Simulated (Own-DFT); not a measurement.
# Which defects push the lattice out? wurtzite GaN

Calculated, not measured: single-point runs of Own-DFT, a retired in-house plane-wave DFT program that no person has reviewed, on unrelaxed cells, without spin or spin-orbit coupling.

Method: PBE; PseudoDojo norm-conserving scalar-relativistic files; cutoff 42 hartree; 4 x 4 x 3 k mesh centred on Gamma; Fermi-Dirac smearing of 0.1 eV.

Keep in mind (not all hold for every row): not probed for a lower state with spin; forces not confirmed at this smearing and k mesh; stress not checked against mesh or cutoff.

All runs share one cell, with vectors in Å (9.567, 0.000, 0.000); (-4.784, 8.285, 0.000); (0.000, 0.000, 10.370) and a volume of 822.0 Å³. u is the rms random offset of the atoms per axis. The defect's site can differ from row to row.

```
cell,formula,u (Å),P (GPa)
no defect,Ga36N36,0.0192,5.90
no defect,Ga36N36,0.0491,7.52
no defect,Ga36N36,0.0494,7.40
one N on a Ga site,Ga35N37,0.0294,5.57
one N on a Ga site,Ga35N37,0.0295,5.44
one N on a Ga site,Ga35N37,0.0503,?
one N on a Ga site,Ga35N37,0.0541,6.72
one Ga on an N site,Ga37N35,0.0297,11.98
one Ga on an N site,Ga37N35,0.0299,12.50
one Ga on an N site,Ga37N35,0.0438,13.17
```

## What the rows give

P = P0 + c u² + a shift for each defect gives P0 = 5.72 GPa, c = 702 ± 84 GPa/Å² and a scatter of 0.21 GPa. The shifts, and each times the cell's volume:

- one Ga on an N site: 5.97 ± 0.18 GPa, 30.6 eV
- one N on a Ga site: -0.90 ± 0.17 GPa, -4.6 eV

Against the defect-free cell, a freed cell would be larger where the shift is positive and smaller where it is negative (160.2 GPa Å³ is 1 eV). The atoms around the defects weren't relaxed, which would change these numbers.

## Withheld run

Q: what pressure belongs in the blank (one N on a Ga site, u = 0.0503 Å)?

Estimate: 6.60 ± 0.26 GPa. The run itself gave 6.71 GPa.
